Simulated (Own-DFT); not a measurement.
## Calculated data, Si2SnGe5 (diamond-structure random alloy, strained, atoms displaced)

A calculation, not a measurement: plane-wave density functional theory by an unreviewed code, no spin, of a simulated periodic cell, stress positive in tension, run twice, with PBE and with PBEsol, both on files made for PBE, so the change isn't that of files made for PBEsol, forces on such cells moved up to 12 meV/angstrom on a denser k mesh; the far tail of each file's local potential was reset to the Coulomb form; each entry is a single point on an unrelaxed cell, so the pressure reflects the starting lattice, mostly measured values (interpolated for alloys), from which strain is counted, and rises with the displacements; printed positions are rounded, which can move forces by about a meV/angstrom; the program, named Own-DFT, is a retired in-house code; no spin-orbit coupling; stress was not checked against mesh or cutoff. Program: Own-DFT development build.

Settings shared by all entries: functional PBE, then PBEsol; potential files PseudoDojo norm-conserving, scalar-relativistic, standard set; wave cutoff 49 hartree; occupations Fermi-Dirac; smearing width 0.1 eV; k mesh 3 x 3 x 3 centred on Gamma.

```json
{"entry": 1, "formula": "Si2SnGe5", "kind": "diamond-structure random alloy, strained, atoms displaced", "structure": {"cell_angstrom": [[11.3817, 0.0, 0.0], [0.0, 11.3817, 0.0], [0.0, 0.0, 11.4103]], "atoms_fractional": [["Ge", 0.99598, 0.9981, 0.99548], ["Ge", 0.99937, 0.24429, 0.25211], ["Ge", 0.24945, 0.00018, 0.24175], ["Sn", 0.244, 0.24553, 0.99258], ["Si", 0.13332, 0.12429, 0.11606], ["Sn", 0.1263, 0.36965, 0.37839], ["Ge", 0.37078, 0.13046, 0.37556], ["Ge", 0.37675, 0.37053, 0.1258], ["Sn", 0.00292, 0.00661, 0.50145], ["Si", 0.00539, 0.25265, 0.74839], ["Ge", 0.25303, 0.00033, 0.74996], ["Sn", 0.25288, 0.24669, 0.50149], ["Si", 0.11566, 0.11843, 0.62282], ["Si", 0.12076, 0.37708, 0.87908], ["Ge", 0.38101, 0.13175, 0.86681], ["Si", 0.37259, 0.37748, 0.61982], ["Ge", 0.99865, 0.50048, 0.99804], ["Sn", 0.0071, 0.74629, 0.25058], ["Ge", 0.25317, 0.49912, 0.25381], ["Si", 0.23728, 0.74633, 0.00058], ["Si", 0.11608, 0.62926, 0.11636], ["Si", 0.12981, 0.8707, 0.37904], ["Ge", 0.37588, 0.62676, 0.37282], ["Ge", 0.37145, 0.87532, 0.12554], ["Si", 0.99562, 0.50056, 0.49506], ["Ge", 0.99367, 0.75448, 0.753], ["Ge", 0.25479, 0.49663, 0.75271], ["Ge", 0.25193, 0.74187, 0.50205], ["Si", 0.13121, 0.62237, 0.61684], ["Ge", 0.12327, 0.87606, 0.88141], ["Ge", 0.37129, 0.6165, 0.88042], ["Ge", 0.37334, 0.87951, 0.6198], ["Sn", 0.50562, 0.99795, 0.00371], ["Ge", 0.50249, 0.25198, 0.25576], ["Si", 0.75314, 0.00149, 0.24637], ["Ge", 0.75353, 0.25239, 0.99667], ["Ge", 0.62398, 0.12423, 0.12253], ["Ge", 0.61826, 0.37171, 0.37471], ["Ge", 0.8771, 0.12292, 0.37252], ["Sn", 0.88301, 0.37481, 0.12861], ["Ge", 0.50165, 0.00086, 0.49873], ["Si", 0.5069, 0.2393, 0.74569], ["Si", 0.74589, 0.0037, 0.74545], ["Ge", 0.74728, 0.25561, 0.50362], ["Ge", 0.6271, 0.13508, 0.62638], ["Ge", 0.62492, 0.37253, 0.8732], ["Ge", 0.87632, 0.12474, 0.87042], ["Ge", 0.87872, 0.37947, 0.62584], ["Ge", 0.50552, 0.50734, 0.99836], ["Ge", 0.50077, 0.74846, 0.2617], ["Ge", 0.75354, 0.4958, 0.24983], ["Ge", 0.7567, 0.75515, 0.99207], ["Ge", 0.6311, 0.62029, 0.12473], ["Si", 0.62713, 0.8763, 0.38238], ["Ge", 0.87295, 0.63069, 0.38325], ["Si", 0.86614, 0.8752, 0.12551], ["Ge", 0.5038, 0.49356, 0.50437], ["Ge", 0.49355, 0.75542, 0.75361], ["Sn", 0.74297, 0.49435, 0.74442], ["Ge", 0.74396, 0.75458, 0.49516], ["Ge", 0.63201, 0.6203, 0.62698], ["Si", 0.6326, 0.87621, 0.87207], ["Ge", 0.87817, 0.62634, 0.87643], ["Ge", 0.87009, 0.87201, 0.62003]]}, "results": {"PBE_pressure [GPa]": 5.18, "PBE_stress_xx [GPa]": -5.24, "PBE_stress_yy [GPa]": -5.16, "PBE_stress_zz [GPa]": -5.15, "PBE_stress_yz [GPa]": 0.03, "PBE_stress_xz [GPa]": 0.08, "PBE_stress_xy [GPa]": 0.21, "PBEsol_pressure [GPa]": 2.55, "PBEsol_stress_xx [GPa]": -2.6, "PBEsol_stress_yy [GPa]": -2.53, "PBEsol_stress_zz [GPa]": -2.51, "PBEsol_stress_yz [GPa]": 0.02, "PBEsol_stress_xz [GPa]": 0.09, "PBEsol_stress_xy [GPa]": 0.21, "force_element": ["Ge", "Ge", "Ge", "Sn", "Si", "Sn", "Ge", "Ge", "Sn", "Si", "Ge", "Sn", "Si", "Si", "Ge", "Si", "Ge", "Sn", "Ge", "Si", "Si", "Si", "Ge", "Ge", "Si", "Ge", "Ge", "Ge", "Si", "Ge", "Ge", "Ge", "Sn", "Ge", "Si", "Ge", "Ge", "Ge", "Ge", "Sn", "Ge", "Si", "Si", "Ge", "Ge", "Ge", "Ge", "Ge", "Ge", "Ge", "Ge", "Ge", "Ge", "Si", "Ge", "Si", "Ge", "Ge", "Sn", "Ge", "Ge", "Si", "Ge", "Ge"], "PBE_force_x [eV/angstrom]": [-0.088, 1.2, -0.45, 1.24, -2.708, -1.921, 1.819, 0.65, -0.914, -0.142, -0.804, 0.091, 2.317, -0.712, 0.283, 1.711, 1.198, -1.267, 0.019, 1.082, 2.04, 1.433, 0.171, -0.538, 0.014, 1.193, -0.972, 0.041, -1.354, 0.377, -0.211, 0.039, -0.896, -0.498, -0.653, -0.704, 1.803, 1.165, -1.928, -0.516, 0.148, -1.194, 0.377, 0.854, 0.245, -1.575, -0.126, 1.541, -0.323, 0.704, -1.089, -0.623, 0.034, -0.194, -0.554, 0.461, -0.648, 0.665, 1.876, 0.076, -2.646, 0.163, -0.061, -0.723], "PBE_force_y [eV/angstrom]": [0.35, -1.856, 0.068, 1.199, -1.803, 2.06, -2.258, 1.106, -2.56, -0.171, 0.23, -1.254, 2.156, 0.786, -1.046, -0.035, 1.017, 1.195, 1.054, -0.003, -1.905, 0.641, -0.951, -1.864, 0.92, -0.506, -0.308, 0.917, -0.46, -0.233, 1.634, -0.518, -0.654, -0.856, -0.392, -0.871, 1.629, 0.69, 0.799, -0.492, 0.517, 2.451, -0.46, -0.078, -1.666, -1.352, 0.205, -1.273, -1.367, 0.701, 1.137, -0.184, 1.231, 0.832, -1.247, 0.665, 0.875, -0.476, 0.131, -0.612, 2.716, -0.331, -0.096, 0.225], "PBE_force_z [eV/angstrom]": [1.326, -0.684, 1.096, -0.18, 1.966, -1.483, -1.892, 0.218, -1.321, 0.015, -0.11, 3.063, 3.539, -1.851, -0.859, 2.006, -0.823, 0.083, -1.831, 0.176, -0.526, -0.128, 0.885, 0.38, 1.312, -0.866, -0.707, -0.414, 1.157, -0.882, -0.034, 0.293, -1.573, -1.001, 0.438, -0.306, 1.882, 0.263, -0.732, -0.524, -0.109, 0.178, 0.164, -0.809, -0.428, 0.878, -0.657, -1.024, 0.48, -1.218, 1.626, 0.768, 0.221, -1.48, -0.147, -0.284, -0.236, -0.053, 1.794, 0.843, -1.793, -1.053, -0.171, 1.137], "PBEsol_force_x [eV/angstrom]": [-0.072, 1.138, -0.372, 1.303, -2.654, -1.831, 1.774, 0.636, -0.988, -0.207, -0.749, 0.087, 2.31, -0.668, 0.228, 1.659, 1.098, -1.289, 0.051, 1.104, 1.942, 1.413, 0.164, -0.504, -0.027, 1.126, -0.908, 0.109, -1.283, 0.314, -0.172, 0.043, -0.907, -0.49, -0.651, -0.688, 1.717, 1.121, -1.822, -0.511, 0.096, -1.141, 0.405, 0.811, 0.257, -1.486, -0.12, 1.415, -0.312, 0.636, -1.063, -0.588, 0.028, -0.22, -0.572, 0.491, -0.585, 0.62, 1.822, 0.136, -2.565, 0.126, -0.059, -0.68], "PBEsol_force_y [eV/angstrom]": [0.338, -1.768, 0.054, 1.17, -1.777, 1.962, -2.18, 1.076, -2.512, -0.164, 0.198, -1.231, 2.079, 0.815, -1.061, -0.001, 0.99, 1.132, 0.992, 0.05, -1.919, 0.625, -0.915, -1.756, 0.871, -0.468, -0.262, 0.901, -0.42, -0.185, 1.544, -0.501, -0.588, -0.818, -0.306, -0.845, 1.608, 0.663, 0.814, -0.476, 0.529, 2.376, -0.408, -0.074, -1.614, -1.279, 0.198, -1.238, -1.325, 0.638, 1.108, -0.251, 1.171, 0.784, -1.176, 0.603, 0.869, -0.485, 0.123, -0.643, 2.621, -0.369, -0.074, 0.188], "PBEsol_force_z [eV/angstrom]": [1.218, -0.63, 1.059, -0.183, 1.933, -1.49, -1.837, 0.234, -1.321, 0.016, -0.088, 2.881, 3.442, -1.775, -0.798, 1.942, -0.794, 0.125, -1.743, 0.124, -0.472, -0.125, 0.853, 0.404, 1.254, -0.808, -0.646, -0.42, 1.159, -0.882, -0.067, 0.297, -1.478, -0.964, 0.441, -0.301, 1.796, 0.262, -0.686, -0.511, -0.068, 0.194, 0.118, -0.775, -0.485, 0.878, -0.572, -0.995, 0.461, -1.196, 1.566, 0.738, 0.209, -1.413, -0.172, -0.335, -0.269, -0.082, 1.735, 0.862, -1.752, -0.994, -0.155, 1.081], "rms_change_of_force_components_from_PBE_to_PBEsol [eV/angstrom]": 0.051}}
{"entry": 2, "formula": "Si2SnGe5", "kind": "diamond-structure random alloy, strained, atoms displaced", "structure": {"cell_angstrom": [[11.3817, 0.0, 0.0], [0.0, 11.3817, 0.0], [0.0, 0.0, 11.4103]], "atoms_fractional": [["Sn", 0.00524, 0.99823, 0.9972], ["Ge", 0.00019, 0.24376, 0.25069], ["Ge", 0.24952, 0.99801, 0.24708], ["Ge", 0.24273, 0.2503, 0.99509], ["Ge", 0.12268, 0.12028, 0.12347], ["Ge", 0.12368, 0.38102, 0.37067], ["Ge", 0.37597, 0.1233, 0.36841], ["Sn", 0.36663, 0.37486, 0.1213], ["Ge", 0.99605, 0.00214, 0.50233], ["Sn", 0.9962, 0.2524, 0.75086], ["Ge", 0.25516, 0.00108, 0.75516], ["Ge", 0.25146, 0.2538, 0.49954], ["Ge", 0.12624, 0.12523, 0.62793], ["Si", 0.12307, 0.37112, 0.87927], ["Si", 0.37655, 0.12568, 0.8742], ["Ge", 0.37552, 0.37501, 0.62129], ["Ge", 0.99901, 0.50359, 0.00412], ["Sn", 5e-05, 0.74414, 0.24474], ["Ge", 0.25009, 0.49551, 0.24786], ["Si", 0.25937, 0.74537, 0.99768], ["Si", 0.12251, 0.6301, 0.1299], ["Ge", 0.1191, 0.87361, 0.3733], ["Ge", 0.37564, 0.62205, 0.37304], ["Ge", 0.38138, 0.87512, 0.12326], ["Ge", 0.00573, 0.49946, 0.50316], ["Sn", 0.0052, 0.75338, 0.74973], ["Ge", 0.25358, 0.49659, 0.75413], ["Si", 0.24315, 0.75416, 0.49587], ["Ge", 0.12244, 0.62861, 0.62419], ["Ge", 0.12992, 0.88162, 0.87669], ["Ge", 0.37767, 0.62216, 0.86886], ["Si", 0.37091, 0.86822, 0.63027], ["Si", 0.50069, 0.00233, 0.00136], ["Si", 0.50117, 0.2475, 0.24853], ["Ge", 0.75311, 0.00291, 0.24814], ["Si", 0.75058, 0.25197, 0.00077], ["Ge", 0.6221, 0.12944, 0.12253], ["Ge", 0.62393, 0.37215, 0.36967], ["Si", 0.87933, 0.1251, 0.37404], ["Ge", 0.87386, 0.36904, 0.12675], ["Ge", 0.49754, 0.99696, 0.50814], ["Si", 0.50511, 0.24936, 0.75174], ["Ge", 0.75317, 0.00153, 0.75244], ["Sn", 0.75268, 0.24485, 0.50521], ["Ge", 0.61935, 0.11888, 0.62339], ["Ge", 0.62208, 0.36821, 0.87778], ["Si", 0.87541, 0.12248, 0.87014], ["Ge", 0.86837, 0.37264, 0.62246], ["Sn", 0.48991, 0.50032, 0.9948], ["Ge", 0.4965, 0.75344, 0.24581], ["Ge", 0.74388, 0.50849, 0.25011], ["Ge", 0.75397, 0.75121, 0.99841], ["Ge", 0.61696, 0.62553, 0.12146], ["Ge", 0.62099, 0.87388, 0.38389], ["Sn", 0.88909, 0.62273, 0.36944], ["Ge", 0.86718, 0.87658, 0.12679], ["Ge", 0.50087, 0.49907, 0.49904], ["Si", 0.49848, 0.75838, 0.75054], ["Si", 0.74884, 0.50482, 0.75477], ["Si", 0.74122, 0.75606, 0.50128], ["Si", 0.63146, 0.62896, 0.62796], ["Ge", 0.61954, 0.87495, 0.87297], ["Ge", 0.87417, 0.63398, 0.87725], ["Ge", 0.88055, 0.87114, 0.63023]]}, "results": {"PBE_pressure [GPa]": 5.17, "PBE_stress_xx [GPa]": -5.14, "PBE_stress_yy [GPa]": -5.18, "PBE_stress_zz [GPa]": -5.19, "PBE_stress_yz [GPa]": -0.17, "PBE_stress_xz [GPa]": -0.04, "PBE_stress_xy [GPa]": -0.33, "PBEsol_pressure [GPa]": 2.52, "PBEsol_stress_xx [GPa]": -2.5, "PBEsol_stress_yy [GPa]": -2.53, "PBEsol_stress_zz [GPa]": -2.54, "PBEsol_stress_yz [GPa]": -0.14, "PBEsol_stress_xz [GPa]": -0.03, "PBEsol_stress_xy [GPa]": -0.31, "force_element": ["Sn", "Ge", "Ge", "Ge", "Ge", "Ge", "Ge", "Sn", "Ge", "Sn", "Ge", "Ge", "Ge", "Si", "Si", "Ge", "Ge", "Sn", "Ge", "Si", "Si", "Ge", "Ge", "Ge", "Ge", "Sn", "Ge", "Si", "Ge", "Ge", "Ge", "Si", "Si", "Si", "Ge", "Si", "Ge", "Ge", "Si", "Ge", "Ge", "Si", "Ge", "Sn", "Ge", "Ge", "Si", "Ge", "Sn", "Ge", "Ge", "Ge", "Ge", "Ge", "Sn", "Ge", "Ge", "Si", "Si", "Si", "Si", "Ge", "Ge", "Ge"], "PBE_force_x [eV/angstrom]": [-2.254, 0.127, 0.021, -0.305, 1.374, 0.0, 0.197, -0.01, 0.322, 0.273, 0.326, -0.316, 0.947, 0.428, 0.522, 0.556, 0.389, 1.303, -1.528, -0.892, 2.842, 1.053, -0.548, -0.847, 0.072, 0.462, -1.007, 0.866, 2.079, 2.582, -1.177, -0.239, -0.221, 0.1, -0.814, 0.359, 0.373, -0.47, 0.327, -0.404, -1.176, -0.87, -0.423, -1.107, -0.22, 1.404, -1.841, 0.771, 2.443, 0.592, -0.405, -1.505, 1.32, 0.104, -4.26, -0.289, 0.641, 0.103, -0.112, 1.176, -0.731, 0.436, -0.4, -2.521], "PBE_force_y [eV/angstrom]": [0.196, 0.381, -0.239, -1.581, 1.485, -0.931, 0.176, -2.562, -0.071, 0.171, 0.052, -0.552, -0.688, 1.744, 0.308, -0.223, -0.271, 4.03, 2.256, 0.212, -1.943, 1.233, 0.673, 0.328, -1.167, -0.305, -0.213, -0.446, -1.353, -1.655, 2.465, 0.285, 0.209, -0.159, 0.304, -0.814, -0.15, 0.446, -0.917, 0.658, -0.428, -0.461, -0.321, -0.542, -0.123, -0.026, 0.358, 3.246, 0.436, -0.417, -1.43, 0.206, 1.012, 0.426, -1.797, 0.013, 0.451, -1.26, -0.291, -0.686, 0.112, 0.489, -1.896, 1.556], "PBE_force_z [eV/angstrom]": [0.317, 0.144, 0.125, -0.726, 1.162, 0.482, 0.683, 1.47, -0.264, 0.115, -0.693, -0.601, -0.957, 0.353, 0.298, 0.898, -0.078, -2.15, 1.056, 0.343, -2.627, 0.964, 0.303, -0.768, 0.942, 1.204, -0.534, 0.393, -0.938, -0.158, -1.418, -0.579, -0.51, 0.376, 0.945, -0.548, -0.098, -0.294, -0.547, 0.008, -0.549, -0.393, -0.272, -1.741, 1.729, -0.948, 1.253, 1.13, -0.547, 0.95, -0.861, 0.448, 0.455, -1.011, 3.851, -0.524, 0.308, -0.687, -0.275, 0.726, 0.126, 0.51, 0.217, -1.992], "PBEsol_force_x [eV/angstrom]": [-2.141, 0.155, 0.019, -0.291, 1.334, 0.011, 0.156, -0.057, 0.346, 0.268, 0.238, -0.303, 0.91, 0.423, 0.433, 0.507, 0.324, 1.216, -1.461, -0.837, 2.757, 0.989, -0.503, -0.815, 0.074, 0.437, -0.931, 0.804, 1.973, 2.477, -1.148, -0.251, -0.178, 0.105, -0.804, 0.321, 0.395, -0.433, 0.324, -0.357, -1.087, -0.816, -0.441, -1.108, -0.181, 1.332, -1.782, 0.785, 2.371, 0.566, -0.39, -1.445, 1.283, 0.057, -4.122, -0.283, 0.582, 0.125, -0.071, 1.187, -0.757, 0.491, -0.367, -2.415], "PBEsol_force_y [eV/angstrom]": [0.158, 0.408, -0.223, -1.536, 1.441, -0.898, 0.142, -2.452, -0.104, 0.16, 0.046, -0.528, -0.666, 1.707, 0.301, -0.188, -0.261, 3.982, 2.158, 0.231, -1.943, 1.222, 0.615, 0.302, -1.124, -0.287, -0.175, -0.468, -1.343, -1.572, 2.32, 0.355, 0.168, -0.159, 0.263, -0.768, -0.174, 0.476, -0.902, 0.668, -0.382, -0.413, -0.351, -0.483, -0.154, 0.012, 0.318, 3.107, 0.431, -0.407, -1.397, 0.2, 0.985, 0.447, -1.784, 0.004, 0.401, -1.244, -0.322, -0.621, 0.078, 0.477, -1.799, 1.544], "PBEsol_force_z [eV/angstrom]": [0.344, 0.099, 0.122, -0.635, 1.126, 0.472, 0.691, 1.398, -0.219, 0.019, -0.666, -0.576, -0.929, 0.352, 0.291, 0.833, -0.07, -2.03, 1.059, 0.305, -2.55, 0.902, 0.259, -0.676, 0.895, 1.165, -0.54, 0.342, -0.889, -0.187, -1.369, -0.57, -0.455, 0.373, 0.873, -0.499, -0.068, -0.253, -0.538, 0.033, -0.563, -0.417, -0.302, -1.649, 1.643, -0.89, 1.193, 1.072, -0.536, 0.911, -0.833, 0.432, 0.453, -1.009, 3.719, -0.513, 0.259, -0.591, -0.227, 0.672, 0.098, 0.499, 0.252, -1.904], "rms_change_of_force_components_from_PBE_to_PBEsol [eV/angstrom]": 0.051}}
{"entry": 3, "formula": "Si2SnGe5", "kind": "diamond-structure random alloy, strained, atoms displaced", "structure": {"cell_angstrom": [[11.3817, 0.0, 0.0], [0.0, 11.3817, 0.0], [0.0, 0.0, 11.4103]], "atoms_fractional": [["Ge", 0.99432, 0.00467, 0.99231], ["Ge", 0.00322, 0.25343, 0.25317], ["Sn", 0.24749, 0.00069, 0.25275], ["Ge", 0.24639, 0.2532, 0.99119], ["Ge", 0.13244, 0.12629, 0.12997], ["Si", 0.12244, 0.37544, 0.36532], ["Ge", 0.37704, 0.12291, 0.37789], ["Si", 0.375, 0.36595, 0.13121], ["Ge", 0.9928, 0.99881, 0.50671], ["Ge", 0.00554, 0.25107, 0.74586], ["Si", 0.24607, 0.99678, 0.75149], ["Sn", 0.25569, 0.24745, 0.49963], ["Sn", 0.1189, 0.13049, 0.62156], ["Si", 0.12528, 0.37236, 0.87756], ["Ge", 0.36682, 0.12079, 0.87044], ["Ge", 0.37931, 0.37561, 0.61854], ["Ge", 0.00897, 0.50242, 0.99721], ["Ge", 0.99714, 0.75391, 0.25197], ["Ge", 0.24604, 0.50702, 0.24582], ["Ge", 0.25167, 0.75113, 0.99468], ["Ge", 0.12744, 0.6196, 0.12166], ["Ge", 0.12428, 0.87229, 0.3743], ["Sn", 0.37634, 0.62533, 0.37524], ["Si", 0.37282, 0.87121, 0.12225], ["Sn", 0.00364, 0.49849, 0.50243], ["Ge", 0.99555, 0.75973, 0.75187], ["Si", 0.25214, 0.50929, 0.7568], ["Ge", 0.26025, 0.74815, 0.50106], ["Si", 0.12656, 0.62605, 0.62705], ["Ge", 0.13092, 0.87482, 0.87751], ["Ge", 0.37609, 0.62264, 0.87198], ["Si", 0.3694, 0.87103, 0.623], ["Ge", 0.50776, 0.00077, 0.0017], ["Si", 0.49601, 0.25911, 0.24677], ["Ge", 0.74405, 0.99884, 0.25033], ["Sn", 0.74604, 0.2443, 0.99833], ["Si", 0.62263, 0.12135, 0.12723], ["Ge", 0.62227, 0.37409, 0.38449], ["Sn", 0.86424, 0.1249, 0.37069], ["Ge", 0.8816, 0.38333, 0.12223], ["Ge", 0.50943, 0.99301, 0.50221], ["Ge", 0.50201, 0.25281, 0.74569], ["Ge", 0.74688, 0.99656, 0.74966], ["Si", 0.74925, 0.24537, 0.49599], ["Ge", 0.62094, 0.13054, 0.63189], ["Ge", 0.62545, 0.37879, 0.87583], ["Ge", 0.87971, 0.11736, 0.87389], ["Ge", 0.8691, 0.37317, 0.62725], ["Si", 0.50195, 0.49635, 0.00317], ["Ge", 0.49298, 0.7531, 0.24849], ["Ge", 0.74343, 0.50281, 0.24588], ["Ge", 0.74839, 0.75163, 0.00223], ["Si", 0.62315, 0.62292, 0.13462], ["Ge", 0.62524, 0.87755, 0.37875], ["Ge", 0.87447, 0.61943, 0.36444], ["Ge", 0.87603, 0.8832, 0.12985], ["Si", 0.49428, 0.49663, 0.49419], ["Ge", 0.50324, 0.7454, 0.75399], ["Si", 0.74768, 0.50728, 0.74706], ["Si", 0.74764, 0.7531, 0.50043], ["Ge", 0.62888, 0.62162, 0.62904], ["Sn", 0.62081, 0.88067, 0.87398], ["Ge", 0.88198, 0.6183, 0.87907], ["Ge", 0.87218, 0.87598, 0.62005]]}, "results": {"PBE_pressure [GPa]": 5.1, "PBE_stress_xx [GPa]": -5.1, "PBE_stress_yy [GPa]": -5.19, "PBE_stress_zz [GPa]": -4.99, "PBE_stress_yz [GPa]": -0.23, "PBE_stress_xz [GPa]": -0.2, "PBE_stress_xy [GPa]": 0.32, "PBEsol_pressure [GPa]": 2.45, "PBEsol_stress_xx [GPa]": -2.45, "PBEsol_stress_yy [GPa]": -2.55, "PBEsol_stress_zz [GPa]": -2.35, "PBEsol_stress_yz [GPa]": -0.23, "PBEsol_stress_xz [GPa]": -0.19, "PBEsol_stress_xy [GPa]": 0.32, "force_element": ["Ge", "Ge", "Sn", "Ge", "Ge", "Si", "Ge", "Si", "Ge", "Ge", "Si", "Sn", "Sn", "Si", "Ge", "Ge", "Ge", "Ge", "Ge", "Ge", "Ge", "Ge", "Sn", "Si", "Sn", "Ge", "Si", "Ge", "Si", "Ge", "Ge", "Si", "Ge", "Si", "Ge", "Sn", "Si", "Ge", "Sn", "Ge", "Ge", "Ge", "Ge", "Si", "Ge", "Ge", "Ge", "Ge", "Si", "Ge", "Ge", "Ge", "Si", "Ge", "Ge", "Ge", "Si", "Ge", "Si", "Si", "Ge", "Sn", "Ge", "Ge"], "PBE_force_x [eV/angstrom]": [1.797, 0.174, 1.33, 0.678, -2.148, 1.059, 2.798, -0.536, 0.2, -2.072, 0.71, -0.032, 0.381, 0.134, 0.962, 0.281, -0.091, 0.315, -0.046, 0.405, -0.325, -0.868, 0.118, 0.721, -0.108, 0.656, -0.877, -2.57, 0.962, -0.852, 0.57, 0.949, -2.738, 0.903, -1.256, 0.935, -1.141, 0.128, 1.677, -0.151, -1.504, -0.944, 1.525, -1.502, 1.138, -0.706, -0.411, -0.953, -0.467, 1.647, 0.306, 0.782, -0.713, 0.265, -0.941, -0.152, 1.79, -1.479, 0.827, 0.383, -0.745, 0.666, -1.04, -0.802], "PBE_force_y [eV/angstrom]": [-0.88, 0.38, -1.031, -0.347, 1.503, 0.149, -0.199, 1.497, -1.159, 1.672, -0.626, 2.106, -2.645, 1.043, 0.163, 1.703, -0.922, -0.571, -2.359, -0.579, 1.825, -0.816, -0.632, 0.12, -0.041, -1.087, -1.4, 0.988, 1.21, 0.525, -0.156, 0.64, 1.35, -1.654, -0.813, 0.259, 0.246, -0.125, -0.006, -0.248, 0.895, 0.44, 1.509, 1.483, -0.7, 1.092, 0.828, -0.482, 0.208, 0.865, -0.932, -1.224, 0.68, -1.204, 1.345, -0.569, -0.421, -0.347, -1.141, -0.929, 0.473, -1.423, 1.006, -0.534], "PBE_force_z [eV/angstrom]": [1.761, -1.218, -0.172, 1.226, -2.246, -0.166, -0.703, -1.442, -1.529, 2.431, -0.449, -1.978, 1.107, -1.117, 0.078, 1.833, -0.108, -0.591, -0.297, 0.755, -0.132, 1.805, -0.531, -0.781, -0.369, -0.208, -1.068, 1.397, 1.218, -0.334, 1.083, 0.976, 1.687, 0.844, -1.318, 0.511, 1.201, -0.98, 0.199, 0.541, 0.912, 1.063, -1.413, 2.165, -1.201, -1.103, -1.866, 0.421, 0.735, -1.063, 0.463, 1.155, -1.524, -0.593, 0.736, -0.819, 1.755, -1.7, 0.991, -0.448, -1.423, 0.104, -0.77, 0.506], "PBEsol_force_x [eV/angstrom]": [1.73, 0.14, 1.248, 0.666, -2.09, 1.035, 2.677, -0.623, 0.185, -2.042, 0.661, 0.009, 0.326, 0.1, 0.958, 0.275, -0.127, 0.301, -0.056, 0.355, -0.307, -0.844, 0.06, 0.706, -0.183, 0.617, -0.793, -2.498, 0.909, -0.863, 0.565, 0.965, -2.654, 0.916, -1.176, 0.949, -1.085, 0.147, 1.673, -0.145, -1.427, -0.905, 1.48, -1.476, 1.074, -0.68, -0.396, -0.857, -0.456, 1.597, 0.358, 0.786, -0.664, 0.225, -0.891, -0.156, 1.754, -1.412, 0.811, 0.372, -0.763, 0.654, -0.974, -0.74], "PBEsol_force_y [eV/angstrom]": [-0.851, 0.336, -0.96, -0.413, 1.465, 0.146, -0.215, 1.491, -1.127, 1.587, -0.578, 2.013, -2.536, 0.982, 0.2, 1.575, -0.849, -0.547, -2.226, -0.589, 1.753, -0.793, -0.552, 0.112, -0.05, -1.027, -1.363, 0.947, 1.223, 0.471, -0.076, 0.587, 1.293, -1.639, -0.822, 0.29, 0.198, -0.097, -0.065, -0.238, 0.892, 0.419, 1.468, 1.461, -0.709, 0.99, 0.786, -0.471, 0.2, 0.828, -0.926, -1.152, 0.697, -1.113, 1.284, -0.554, -0.426, -0.364, -1.118, -0.9, 0.5, -1.382, 1.003, -0.469], "PBEsol_force_z [eV/angstrom]": [1.703, -1.224, -0.128, 1.205, -2.176, -0.168, -0.648, -1.44, -1.476, 2.317, -0.397, -1.896, 1.054, -1.063, 0.111, 1.781, -0.06, -0.566, -0.301, 0.692, -0.13, 1.738, -0.563, -0.767, -0.369, -0.177, -1.032, 1.282, 1.154, -0.291, 1.053, 0.914, 1.57, 0.919, -1.245, 0.445, 1.146, -0.983, 0.147, 0.53, 0.844, 1.011, -1.369, 2.127, -1.134, -1.077, -1.797, 0.405, 0.657, -0.966, 0.489, 1.1, -1.454, -0.592, 0.683, -0.791, 1.72, -1.619, 0.969, -0.437, -1.35, 0.101, -0.715, 0.529], "rms_change_of_force_components_from_PBE_to_PBEsol [eV/angstrom]": 0.052}}
```
